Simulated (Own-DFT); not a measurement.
GaP (zincblende, atoms displaced) (calculated)

All values are calculated (Own-DFT development build). A calculation, not a measurement: plane-wave PBE density functional theory by an unreviewed code, no spin, of a simulated periodic cell, stress positive in tension, free energy of the whole cell less one offset for each atom, forces on such cells passed a denser k mesh, this cell's mesh not checked; offsets are fitted by least squares, one for each functional and potential file, so energies compare only between cells with the same atoms and settings and are not formation energies; the far tail of each file's local potential was reset to the Coulomb form; each entry is a single point on an unrelaxed cell, so the pressure reflects the starting lattice, mostly measured values (interpolated for alloys), from which strain is counted, and rises with the displacements; printed positions are rounded, which can move forces by about a meV/angstrom; the program, named Own-DFT, is a retired in-house code; no spin-orbit coupling.

Settings shared by all entries: functional PBE; potential files PseudoDojo norm-conserving, scalar-relativistic, standard set; wave cutoff 42 hartree; occupations Fermi-Dirac; smearing width 0.1 eV; k mesh 2 x 3 x 3 centred on Gamma.

(1) 
```cif
# cell vector a (Å): 16.3515 0.0000 0.0000
# cell vector b (Å): 0.0000 10.9010 0.0000
# cell vector c (Å): 0.0000 0.0000 10.9010
data_GaP
_symmetry_space_group_name_H-M 'P 1'
_symmetry_Int_Tables_number 1
_cell_length_a 16.3515
_cell_length_b 10.9010
_cell_length_c 10.9010
_cell_angle_alpha 90.000
_cell_angle_beta 90.000
_cell_angle_gamma 90.000
_cell_volume 1943.08
loop_
_atom_site_label
_atom_site_type_symbol
_atom_site_fract_x
_atom_site_fract_y
_atom_site_fract_z
_atom_site_occupancy
Ga1 Ga 0.99864 0.99852 0.99720 1
Ga2 Ga 0.99835 0.25068 0.25162 1
Ga3 Ga 0.16655 0.99778 0.25162 1
Ga4 Ga 0.16537 0.25011 0.99917 1
P1 P 0.08130 0.12504 0.12705 1
P2 P 0.08332 0.37338 0.37258 1
P3 P 0.25260 0.12544 0.37864 1
P4 P 0.25267 0.37390 0.12470 1
Ga5 Ga 0.00172 0.99651 0.49778 1
Ga6 Ga 0.99813 0.24782 0.74886 1
Ga7 Ga 0.16730 0.00054 0.75044 1
Ga8 Ga 0.16676 0.24942 0.50273 1
P5 P 0.08116 0.12362 0.62325 1
P6 P 0.08143 0.37709 0.87466 1
P7 P 0.24965 0.12891 0.87814 1
P8 P 0.25078 0.37840 0.62570 1
Ga9 Ga 0.99861 0.49910 0.00049 1
Ga10 Ga 0.99911 0.74984 0.25124 1
Ga11 Ga 0.16883 0.50337 0.24845 1
Ga12 Ga 0.16594 0.74951 0.00017 1
P9 P 0.08406 0.62703 0.12806 1
P10 P 0.08330 0.87482 0.37443 1
P11 P 0.25115 0.62538 0.37761 1
P12 P 0.25061 0.87407 0.12507 1
Ga13 Ga 0.00158 0.50319 0.50094 1
Ga14 Ga 0.99921 0.75008 0.74653 1
Ga15 Ga 0.16698 0.50115 0.75168 1
Ga16 Ga 0.16702 0.75200 0.50278 1
P13 P 0.08342 0.62756 0.62494 1
P14 P 0.08441 0.87338 0.87697 1
P15 P 0.25256 0.62454 0.87169 1
P16 P 0.25089 0.87746 0.62701 1
Ga17 Ga 0.33536 0.00165 0.00129 1
Ga18 Ga 0.33560 0.25256 0.24939 1
Ga19 Ga 0.49893 0.99616 0.25217 1
Ga20 Ga 0.49989 0.25174 0.00032 1
P17 P 0.41762 0.12330 0.12315 1
P18 P 0.41530 0.37464 0.37497 1
P19 P 0.58209 0.12362 0.38051 1
P20 P 0.58226 0.37667 0.12248 1
Ga21 Ga 0.33371 0.99801 0.49878 1
Ga22 Ga 0.33302 0.25296 0.75010 1
Ga23 Ga 0.49987 0.99813 0.74772 1
Ga24 Ga 0.50148 0.24873 0.50156 1
P21 P 0.41453 0.12721 0.62357 1
P22 P 0.41694 0.37415 0.87631 1
P23 P 0.58222 0.12483 0.87622 1
P24 P 0.58326 0.37486 0.62436 1
Ga25 Ga 0.33267 0.50128 0.99983 1
Ga26 Ga 0.33209 0.74735 0.25290 1
Ga27 Ga 0.50027 0.49871 0.24756 1
Ga28 Ga 0.50014 0.75008 0.99944 1
P25 P 0.41774 0.62395 0.12837 1
P26 P 0.41592 0.87518 0.37514 1
P27 P 0.58538 0.62726 0.37375 1
P28 P 0.58258 0.87515 0.12639 1
Ga29 Ga 0.33336 0.49861 0.50070 1
Ga30 Ga 0.33420 0.74806 0.74860 1
Ga31 Ga 0.50016 0.50083 0.74863 1
Ga32 Ga 0.49851 0.74920 0.50390 1
P29 P 0.41754 0.62291 0.62653 1
P30 P 0.41713 0.87623 0.87753 1
P31 P 0.58182 0.62660 0.87534 1
P32 P 0.58416 0.87371 0.62481 1
Ga33 Ga 0.66541 0.00190 0.99883 1
Ga34 Ga 0.66670 0.25136 0.24897 1
Ga35 Ga 0.83255 0.99654 0.24591 1
Ga36 Ga 0.83307 0.25489 0.00167 1
P33 P 0.74830 0.12466 0.12578 1
P34 P 0.75128 0.37502 0.37323 1
P35 P 0.91431 0.12469 0.37383 1
P36 P 0.91777 0.37664 0.12504 1
Ga37 Ga 0.66368 0.00047 0.49847 1
Ga38 Ga 0.66549 0.24884 0.74887 1
Ga39 Ga 0.83306 0.00261 0.75056 1
Ga40 Ga 0.83261 0.25026 0.50115 1
P37 P 0.75070 0.12469 0.62007 1
P38 P 0.74788 0.37646 0.87616 1
P39 P 0.91689 0.12513 0.87575 1
P40 P 0.91747 0.37726 0.62643 1
Ga41 Ga 0.66575 0.50393 0.99906 1
Ga42 Ga 0.66585 0.75270 0.24813 1
Ga43 Ga 0.83185 0.50110 0.24960 1
Ga44 Ga 0.83263 0.75115 0.00139 1
P41 P 0.75120 0.62575 0.12259 1
P42 P 0.74981 0.87492 0.37533 1
P43 P 0.91545 0.62365 0.37483 1
P44 P 0.91512 0.87424 0.12112 1
Ga45 Ga 0.66598 0.49921 0.49769 1
Ga46 Ga 0.66509 0.75094 0.74956 1
Ga47 Ga 0.83357 0.50020 0.74889 1
Ga48 Ga 0.83516 0.74950 0.49952 1
P45 P 0.75265 0.62590 0.62364 1
P46 P 0.74980 0.87486 0.87731 1
P47 P 0.91723 0.62476 0.87742 1
P48 P 0.91530 0.87712 0.62671 1
_calc_free_energy_of_cell_above_offsets '-53.642'  # eV
_calc_pressure 2.7  # GPa
_calc_stress_xx -2.7  # GPa
_calc_stress_yy -2.71  # GPa
_calc_stress_zz -2.69  # GPa
_calc_stress_yz 0.14  # GPa
_calc_stress_xz 0.04  # GPa
_calc_stress_xy 0.16  # GPa
```

Force:
```tsv
element	x (eV/Å)	y (eV/Å)	z (eV/Å)
Ga	0.322	0.107	0.274
Ga	-0.008	-0.187	-0.047
Ga	0.248	0.477	-0.123
Ga	-0.178	0.201	0.358
P	0.162	-0.151	-0.188
P	0.256	0.398	0.309
P	-0.425	0.054	-0.529
P	-0.559	0.174	-0.082
Ga	-0.603	0.349	0.03
Ga	0.224	0.205	0.072
Ga	-0.154	0.231	0.241
Ga	0.017	0.106	-0.195
P	0.356	0.016	0.261
P	0.199	-0.284	-0.095
P	0.167	-0.402	-0.379
P	-0.362	-0.282	0.052
Ga	0.378	0.348	0.133
Ga	-0.14	0.089	-0.124
Ga	-0.048	-0.455	0.184
Ga	0.393	-0.141	-0.008
P	-0.218	-0.258	-0.385
P	0.1	-0.317	0.042
P	-0.305	-0.034	0.179
P	0.035	0.038	0.008
Ga	-0.034	-0.389	-0.258
Ga	-0.024	0.103	0.526
Ga	-0.154	-0.021	-0.121
Ga	0.097	0.024	-0.174
P	0.199	-0.175	0.094
P	-0.24	0.119	-0.482
P	-0.504	0.176	0.481
P	0.04	-0.263	-0.101
Ga	-0.501	-0.118	-0.124
Ga	-0.185	-0.564	0.005
Ga	0.148	0.452	-0.09
Ga	-0.013	-0.241	-0.065
P	0.197	0.302	0.524
P	0.669	0.098	0.171
P	-0.008	0.26	-1.022
P	0.335	-0.128	0.2
Ga	0.039	0.207	0.204
Ga	-0.034	-0.161	0.119
Ga	-0.152	0.324	0.115
Ga	-0.524	0.254	-0.031
P	0.279	-0.3	0.249
P	0.018	0.334	-0.202
P	-0.066	0.04	-0.371
P	0.06	0.153	0.044
Ga	0.349	-0.062	0.091
Ga	0.23	0.235	-0.284
Ga	0.084	0.093	0.573
Ga	-0.19	0.035	0.35
P	-0.294	0.25	-0.442
P	0.025	-0.444	0.205
P	-0.57	-0.193	0.081
P	0.034	0.127	-0.311
Ga	0.133	0.161	-0.082
Ga	0.16	0.43	0.145
Ga	0.065	-0.338	0.356
Ga	0.263	-0.001	-0.506
P	-0.244	0.071	-0.241
P	-0.121	-0.223	-0.43
P	0.143	-0.071	-0.233
P	-0.25	0.149	-0.04
Ga	0.062	-0.171	0.186
Ga	-0.269	-0.139	0.204
Ga	-0.076	0.287	0.313
Ga	-0.127	-0.379	-0.057
P	0.245	0.132	-0.227
P	-0.285	-0.035	0.159
P	0.231	-0.243	0.09
P	-0.297	-0.021	0.266
Ga	0.617	-0.284	0.163
Ga	0.255	-0.093	0.078
Ga	-0.224	-0.076	0.075
Ga	0.36	0.222	-0.191
P	-0.426	-0.067	0.584
P	0.161	-0.042	-0.311
P	-0.343	0.223	0.061
P	-0.081	-0.202	-0.309
Ga	0.052	-0.141	0.045
Ga	0.4	-0.196	0.063
Ga	0.204	-0.084	-0.175
Ga	0.098	-0.237	-0.41
P	-0.429	0.058	0.331
P	-0.021	-0.013	-0.02
P	0.261	0.094	-0.022
P	0.423	-0.007	0.417
Ga	0.329	0.165	0.128
Ga	0.527	-0.22	0.102
Ga	-0.067	0.046	0.383
Ga	-0.196	0.257	-0.003
P	-0.62	-0.093	0.106
P	-0.14	0.153	-0.347
P	-0.175	0.197	-0.323
P	0.231	-0.08	-0.273
```

(2) 
```cif
# cell vector a (Å): 16.3515 0.0000 0.0000
# cell vector b (Å): 0.0000 10.9010 0.0000
# cell vector c (Å): 0.0000 0.0000 10.9010
data_GaP
_symmetry_space_group_name_H-M 'P 1'
_symmetry_Int_Tables_number 1
_cell_length_a 16.3515
_cell_length_b 10.9010
_cell_length_c 10.9010
_cell_angle_alpha 90.000
_cell_angle_beta 90.000
_cell_angle_gamma 90.000
_cell_volume 1943.08
loop_
_atom_site_label
_atom_site_type_symbol
_atom_site_fract_x
_atom_site_fract_y
_atom_site_fract_z
_atom_site_occupancy
Ga1 Ga 0.00139 0.00262 0.00041 1
Ga2 Ga 0.00048 0.24834 0.25044 1
Ga3 Ga 0.16532 0.99946 0.25313 1
Ga4 Ga 0.16526 0.25005 0.99795 1
P1 P 0.08315 0.12445 0.12195 1
P2 P 0.08236 0.37199 0.37399 1
P3 P 0.25192 0.12554 0.37260 1
P4 P 0.24935 0.37058 0.12528 1
Ga5 Ga 0.99908 0.00280 0.50099 1
Ga6 Ga 0.00062 0.25255 0.74720 1
Ga7 Ga 0.16708 0.99944 0.75130 1
Ga8 Ga 0.16405 0.24881 0.50051 1
P5 P 0.08278 0.12653 0.62634 1
P6 P 0.08338 0.37557 0.87482 1
P7 P 0.25121 0.12409 0.87686 1
P8 P 0.25018 0.37467 0.62580 1
Ga9 Ga 0.99956 0.50089 0.00014 1
Ga10 Ga 0.00152 0.74932 0.25263 1
Ga11 Ga 0.16643 0.50138 0.25020 1
Ga12 Ga 0.16715 0.74844 0.99969 1
P9 P 0.08162 0.62420 0.12267 1
P10 P 0.08428 0.87906 0.37562 1
P11 P 0.24997 0.62565 0.37601 1
P12 P 0.25055 0.87263 0.12614 1
Ga13 Ga 0.99924 0.50052 0.50051 1
Ga14 Ga 0.99889 0.74969 0.74753 1
Ga15 Ga 0.16970 0.49828 0.74856 1
Ga16 Ga 0.16876 0.74806 0.50047 1
P13 P 0.08537 0.62559 0.62650 1
P14 P 0.08276 0.87215 0.87381 1
P15 P 0.25216 0.62564 0.87507 1
P16 P 0.25036 0.87477 0.62589 1
Ga17 Ga 0.33169 0.00340 0.00041 1
Ga18 Ga 0.33036 0.24957 0.25330 1
Ga19 Ga 0.49916 0.99994 0.24863 1
Ga20 Ga 0.50074 0.25236 0.99752 1
P17 P 0.41671 0.12530 0.12510 1
P18 P 0.41668 0.37666 0.37400 1
P19 P 0.58249 0.12485 0.37549 1
P20 P 0.58393 0.37416 0.12695 1
Ga21 Ga 0.33507 0.00233 0.49960 1
Ga22 Ga 0.33290 0.24741 0.75313 1
Ga23 Ga 0.49789 0.99665 0.75327 1
Ga24 Ga 0.49873 0.25196 0.50050 1
P21 P 0.41540 0.12302 0.62718 1
P22 P 0.41741 0.37564 0.87501 1
P23 P 0.58488 0.12368 0.87329 1
P24 P 0.58111 0.37834 0.62341 1
Ga25 Ga 0.33449 0.50013 0.99769 1
Ga26 Ga 0.33269 0.74904 0.24794 1
Ga27 Ga 0.49722 0.49927 0.25010 1
Ga28 Ga 0.49991 0.75159 0.99896 1
P25 P 0.41747 0.62373 0.12584 1
P26 P 0.41604 0.87232 0.37905 1
P27 P 0.58371 0.62046 0.37153 1
P28 P 0.58341 0.87371 0.12804 1
Ga29 Ga 0.33344 0.50286 0.49940 1
Ga30 Ga 0.33403 0.75027 0.74922 1
Ga31 Ga 0.50197 0.50042 0.74833 1
Ga32 Ga 0.49992 0.74468 0.49641 1
P29 P 0.41739 0.62414 0.62422 1
P30 P 0.41619 0.87139 0.87706 1
P31 P 0.58502 0.62515 0.87309 1
P32 P 0.58368 0.87151 0.62293 1
Ga33 Ga 0.66864 0.00113 0.00085 1
Ga34 Ga 0.66834 0.24877 0.24921 1
Ga35 Ga 0.83190 0.00105 0.24899 1
Ga36 Ga 0.83243 0.25005 0.00142 1
P33 P 0.75065 0.12257 0.12568 1
P34 P 0.75065 0.37402 0.37264 1
P35 P 0.91623 0.12747 0.37201 1
P36 P 0.91447 0.37476 0.12475 1
Ga37 Ga 0.66749 0.99690 0.49817 1
Ga38 Ga 0.66886 0.24764 0.75025 1
Ga39 Ga 0.83276 0.00052 0.74733 1
Ga40 Ga 0.83391 0.24913 0.49973 1
P37 P 0.75159 0.12289 0.62357 1
P38 P 0.74870 0.37686 0.87643 1
P39 P 0.91575 0.12282 0.87550 1
P40 P 0.91657 0.37334 0.62722 1
Ga41 Ga 0.66532 0.49961 0.00017 1
Ga42 Ga 0.66705 0.75392 0.24985 1
Ga43 Ga 0.83399 0.49915 0.25138 1
Ga44 Ga 0.83468 0.74878 0.99872 1
P41 P 0.75141 0.62389 0.12358 1
P42 P 0.75049 0.87635 0.37301 1
P43 P 0.91779 0.62450 0.37662 1
P44 P 0.91642 0.87590 0.12552 1
Ga45 Ga 0.66637 0.50073 0.49934 1
Ga46 Ga 0.66578 0.74773 0.74672 1
Ga47 Ga 0.83494 0.50155 0.75081 1
Ga48 Ga 0.83441 0.74860 0.50024 1
P45 P 0.75138 0.62329 0.62211 1
P46 P 0.74907 0.87506 0.87444 1
P47 P 0.91748 0.62492 0.87437 1
P48 P 0.91737 0.87542 0.62467 1
_calc_free_energy_of_cell_above_offsets '-53.639'  # eV
_calc_pressure 2.71  # GPa
_calc_stress_xx -2.71  # GPa
_calc_stress_yy -2.7  # GPa
_calc_stress_zz -2.72  # GPa
_calc_stress_yz 0.11  # GPa
_calc_stress_xz -0.18  # GPa
_calc_stress_xy 0.04  # GPa
```

Force:
```tsv
element	x (eV/Å)	y (eV/Å)	z (eV/Å)
Ga	-0.315	-0.54	-0.207
Ga	-0.112	0.18	-0.488
Ga	0.404	0.192	-0.592
Ga	0.148	-0.042	0.097
P	0.247	0.108	0.488
P	0.076	0.476	0.109
P	-0.678	-0.285	0.682
P	0.015	0.638	-0.193
Ga	0.015	-0.007	-0.192
Ga	-0.175	-0.325	0.623
Ga	-0.087	-0.063	-0.023
Ga	0.526	0.07	-0.11
P	0.13	-0.337	0.03
P	0.01	0.161	-0.135
P	-0.568	0.129	-0.204
P	0.209	-0.305	-0.336
Ga	-0.158	-0.362	-0.053
Ga	-0.154	0.287	-0.223
Ga	-0.046	-0.283	-0.119
Ga	-0.03	0.074	-0.028
P	0.347	0.125	0.353
P	-0.214	-0.575	0.447
P	0.008	-0.119	-0.337
P	-0.337	0.402	-0.149
Ga	0.314	-0.218	0.211
Ga	0.242	-0.054	0.12
Ga	-0.269	0.23	0.345
Ga	-0.318	0.419	0.034
P	-0.23	-0.216	-0.191
P	0.047	0.265	0.159
P	-0.249	-0.127	-0.092
P	0.099	0.223	-0.178
Ga	0.398	-0.566	0.298
Ga	0.729	0.227	-0.492
Ga	-0.09	-0.144	0.34
Ga	0.14	-0.309	0.239
P	-0.079	0.262	-0.037
P	-0.429	-0.273	0.203
P	0.117	0.051	0.013
P	-0.191	0.06	-0.121
Ga	-0.343	-0.327	0.081
Ga	0.121	0.317	-0.228
Ga	0.426	-0.027	-0.308
Ga	0.002	-0.246	0.021
P	0.352	0.308	-0.003
P	0.022	0.001	-0.298
P	-0.269	-0.007	0.165
P	0.709	-0.633	0.121
Ga	-0.167	-0.196	0.439
Ga	0.269	0.017	0.323
Ga	0.499	-0.13	-0.188
Ga	0.319	-0.372	0.242
P	-0.152	0.181	-0.299
P	0.068	0.167	-0.622
P	0.084	0.451	-0.01
P	-0.055	0.351	-0.557
Ga	0.007	-0.365	0.131
Ga	0.047	-0.089	-0.095
Ga	-0.352	0.117	0.287
Ga	0.274	0.144	0.159
P	-0.086	0.068	0.174
P	-0.289	0.481	0.024
P	-0.363	0.016	0.25
P	-0.343	0.216	0.003
Ga	-0.401	-0.302	-0.02
Ga	-0.272	-0.112	0.111
Ga	0.421	-0.176	0.064
Ga	-0.012	-0.083	-0.282
P	-0.117	0.392	-0.13
P	-0.086	0.051	0.452
P	-0.023	-0.393	0.293
P	0.538	-0.024	0.074
Ga	-0.262	0.241	0.154
Ga	-0.268	0.353	-0.299
Ga	0.106	-0.263	0.41
Ga	-0.066	0.166	-0.056
P	-0.317	0.184	-0.201
P	0.281	-0.179	-0.209
P	0.179	0.427	-0.215
P	-0.118	0.314	-0.359
Ga	0.075	0.092	0.192
Ga	0.131	-0.695	-0.036
Ga	-0.058	0.203	-0.12
Ga	-0.179	0.254	0.061
P	-0.219	0.178	0.213
P	0.216	-0.295	0.288
P	-0.097	0.039	-0.202
P	0.222	-0.119	0.032
Ga	0.105	-0.273	-0.16
Ga	0.386	0.178	0.08
Ga	-0.297	-0.246	0.012
Ga	-0.086	0.278	-0.157
P	-0.094	0.071	0.268
P	0.181	-0.228	-0.179
P	0.048	0.085	-0.055
P	-0.19	0.01	-0.129
```

(3) 
```cif
# cell vector a (Å): 16.3515 0.0000 0.0000
# cell vector b (Å): 0.0000 10.9010 0.0000
# cell vector c (Å): 0.0000 0.0000 10.9010
data_GaP
_symmetry_space_group_name_H-M 'P 1'
_symmetry_Int_Tables_number 1
_cell_length_a 16.3515
_cell_length_b 10.9010
_cell_length_c 10.9010
_cell_angle_alpha 90.000
_cell_angle_beta 90.000
_cell_angle_gamma 90.000
_cell_volume 1943.08
loop_
_atom_site_label
_atom_site_type_symbol
_atom_site_fract_x
_atom_site_fract_y
_atom_site_fract_z
_atom_site_occupancy
Ga1 Ga 0.99811 0.99747 0.99995 1
Ga2 Ga 0.99987 0.25010 0.25549 1
Ga3 Ga 0.16769 0.00083 0.25226 1
Ga4 Ga 0.16693 0.25024 0.00121 1
P1 P 0.08261 0.12444 0.12461 1
P2 P 0.08321 0.37765 0.37264 1
P3 P 0.24840 0.12680 0.37464 1
P4 P 0.24918 0.37416 0.12600 1
Ga5 Ga 0.00020 0.00057 0.50031 1
Ga6 Ga 0.00084 0.24823 0.74898 1
Ga7 Ga 0.16682 0.99867 0.74971 1
Ga8 Ga 0.16960 0.25078 0.50088 1
P5 P 0.08374 0.12594 0.62567 1
P6 P 0.08310 0.37374 0.87541 1
P7 P 0.24977 0.12535 0.87375 1
P8 P 0.25009 0.37318 0.62447 1
Ga9 Ga 0.99957 0.49917 0.00306 1
Ga10 Ga 0.00015 0.75252 0.25230 1
Ga11 Ga 0.16435 0.50212 0.24929 1
Ga12 Ga 0.16695 0.75158 0.99902 1
P9 P 0.08273 0.62614 0.12503 1
P10 P 0.08375 0.87319 0.37578 1
P11 P 0.24884 0.62594 0.37575 1
P12 P 0.25174 0.87713 0.12573 1
Ga13 Ga 0.00045 0.50095 0.49979 1
Ga14 Ga 0.99791 0.74487 0.74840 1
Ga15 Ga 0.16489 0.50063 0.74864 1
Ga16 Ga 0.16573 0.74774 0.50028 1
P13 P 0.08548 0.62480 0.62500 1
P14 P 0.08343 0.87507 0.87586 1
P15 P 0.24964 0.62557 0.87967 1
P16 P 0.25015 0.87699 0.62437 1
Ga17 Ga 0.33314 0.00204 0.99948 1
Ga18 Ga 0.33338 0.24865 0.25089 1
Ga19 Ga 0.50015 0.00228 0.25000 1
Ga20 Ga 0.49831 0.24818 0.99927 1
P17 P 0.41868 0.12825 0.12253 1
P18 P 0.41651 0.37117 0.37640 1
P19 P 0.58475 0.12661 0.37242 1
P20 P 0.58308 0.37824 0.12431 1
Ga21 Ga 0.33491 0.00278 0.49992 1
Ga22 Ga 0.33283 0.24945 0.75068 1
Ga23 Ga 0.50039 0.00084 0.74900 1
Ga24 Ga 0.49966 0.24930 0.49876 1
P21 P 0.41663 0.12414 0.62543 1
P22 P 0.41637 0.37401 0.87503 1
P23 P 0.58181 0.12714 0.87273 1
P24 P 0.58307 0.37455 0.62464 1
Ga25 Ga 0.33319 0.50218 0.00065 1
Ga26 Ga 0.33308 0.74885 0.25046 1
Ga27 Ga 0.49941 0.49830 0.24683 1
Ga28 Ga 0.49969 0.74911 0.00463 1
P25 P 0.41640 0.63171 0.12701 1
P26 P 0.41389 0.87499 0.37331 1
P27 P 0.58423 0.62642 0.37400 1
P28 P 0.58491 0.87686 0.12920 1
Ga29 Ga 0.33490 0.49914 0.50332 1
Ga30 Ga 0.33446 0.75029 0.74997 1
Ga31 Ga 0.50265 0.49931 0.75358 1
Ga32 Ga 0.49793 0.74962 0.49820 1
P29 P 0.41854 0.62513 0.62994 1
P30 P 0.41756 0.87610 0.87596 1
P31 P 0.58488 0.62531 0.87628 1
P32 P 0.58122 0.87020 0.62322 1
Ga33 Ga 0.66633 0.99855 0.00041 1
Ga34 Ga 0.66717 0.25083 0.25144 1
Ga35 Ga 0.83333 0.99957 0.24920 1
Ga36 Ga 0.83268 0.24814 0.99961 1
P33 P 0.75024 0.12899 0.12693 1
P34 P 0.75004 0.37755 0.37466 1
P35 P 0.91911 0.12551 0.37685 1
P36 P 0.92012 0.37358 0.12382 1
Ga37 Ga 0.66509 0.99790 0.49798 1
Ga38 Ga 0.66736 0.24791 0.74736 1
Ga39 Ga 0.83445 0.99914 0.74890 1
Ga40 Ga 0.83239 0.25243 0.50227 1
P37 P 0.75177 0.12600 0.62514 1
P38 P 0.74887 0.37497 0.87387 1
P39 P 0.91623 0.12790 0.87220 1
P40 P 0.91593 0.37438 0.62522 1
Ga41 Ga 0.66747 0.50033 0.99976 1
Ga42 Ga 0.66661 0.74900 0.24881 1
Ga43 Ga 0.83227 0.49993 0.24978 1
Ga44 Ga 0.83380 0.75010 0.99989 1
P41 P 0.75139 0.62944 0.12453 1
P42 P 0.74877 0.87536 0.37388 1
P43 P 0.91617 0.62513 0.37408 1
P44 P 0.91831 0.87667 0.12662 1
Ga45 Ga 0.66657 0.50199 0.49972 1
Ga46 Ga 0.66355 0.74836 0.75111 1
Ga47 Ga 0.83283 0.50098 0.74743 1
Ga48 Ga 0.83439 0.74821 0.49950 1
P45 P 0.75089 0.62459 0.62351 1
P46 P 0.75333 0.87284 0.87341 1
P47 P 0.91651 0.62248 0.87531 1
P48 P 0.91781 0.87343 0.62073 1
_calc_free_energy_of_cell_above_offsets '-53.608'  # eV
_calc_pressure 2.71  # GPa
_calc_stress_xx -2.7  # GPa
_calc_stress_yy -2.71  # GPa
_calc_stress_zz -2.72  # GPa
_calc_stress_yz 0.21  # GPa
_calc_stress_xz 0.26  # GPa
_calc_stress_xy -0.1  # GPa
```

Force:
```tsv
element	x (eV/Å)	y (eV/Å)	z (eV/Å)
Ga	0.266	0.509	-0.215
Ga	0.265	-0.054	-0.566
Ga	-0.294	-0.151	-0.339
Ga	-0.097	-0.137	-0.1
P	-0.007	-0.018	0.196
P	0.193	-0.269	0.583
P	0.477	-0.234	0.131
P	0.224	0.29	0.078
Ga	0.324	-0.062	-0.019
Ga	-0.062	0.334	0.037
Ga	-0.09	0.099	0.067
Ga	-0.707	0.113	-0.203
P	0.183	-0.151	-0.225
P	-0.025	0.18	-0.024
P	-0.079	-0.03	0.172
P	0.118	0.4	0.334
Ga	0.307	0.096	-0.4
Ga	0.006	-0.289	-0.151
Ga	0.369	-0.058	-0.066
Ga	-0.049	0.118	0.376
P	-0.032	0.275	-0.072
P	0.081	0.337	0.101
P	0.327	-0.371	0.013
P	-0.243	-0.121	0
Ga	-0.095	-0.09	0.028
Ga	0.364	0.44	0.157
Ga	0.446	-0.248	0.434
Ga	0.312	0.431	0.045
P	-0.545	-0.046	-0.046
P	-0.312	-0.191	-0.343
P	0.015	-0.037	-0.784
P	0.087	-0.306	-0.099
Ga	0.157	-0.02	-0.031
Ga	-0.07	0.096	-0.2
Ga	-0.143	-0.109	0.043
Ga	0.5	0.568	-0.12
P	-0.522	-0.487	0.452
P	-0.017	0.551	-0.24
P	-0.298	-0.138	0.384
P	0.097	-0.546	-0.168
Ga	-0.417	-0.133	-0.091
Ga	0.062	0.016	-0.09
Ga	-0.015	-0.279	0.014
Ga	0.204	-0.126	0.191
P	0.125	0.253	-0.023
P	-0.035	0.279	0.059
P	0.397	-0.315	0.209
P	0.118	0.033	-0.11
Ga	0.118	-0.222	0.239
Ga	-0.43	0.261	0.103
Ga	-0.119	0.292	0.455
Ga	0.384	0.511	-0.42
P	-0.046	-1.02	-0.049
P	0.463	0.222	0.106
P	-0.408	-0.251	-0.04
P	-0.315	-0.167	-0.404
Ga	-0.09	0.166	-0.182
Ga	-0.299	0.123	0.252
Ga	-0.174	-0.115	-0.095
Ga	-0.041	-0.127	-0.135
P	-0.086	-0.203	-0.365
P	0.032	-0.074	0.047
P	-0.388	-0.024	0.384
P	0.2	0.563	0.107
Ga	0.247	0.259	-0.226
Ga	-0.048	0.403	-0.22
Ga	0.055	0.253	0.228
Ga	0.166	0.44	-0.053
P	-0.099	-0.509	-0.223
P	-0.081	-0.213	0.13
P	-0.766	-0.055	0.049
P	-0.833	-0.117	0.383
Ga	0.167	0.166	0.326
Ga	-0.1	0.22	0.154
Ga	0.16	0.001	-0.129
Ga	0.219	-0.14	-0.419
P	-0.412	-0.498	-0.228
P	0.209	-0.029	0.007
P	0.061	-0.529	0.279
P	0.355	0.2	0.024
Ga	0.191	0.097	0.117
Ga	0.128	0.144	0.18
Ga	0.385	-0.032	-0.338
Ga	0.416	0.103	0.036
P	-0.196	-0.551	-0.021
P	0.339	-0.183	0.093
P	0.14	-0.072	-0.012
P	-0.438	-0.313	-0.117
Ga	-0.073	-0.125	0.039
Ga	0.686	0.178	-0.261
Ga	-0.013	-0.223	0.277
Ga	-0.292	0.241	-0.213
P	-0.329	0.257	0.202
P	-0.712	0.231	0.014
P	-0.087	0.001	0.097
P	-0.114	0.057	0.443
```
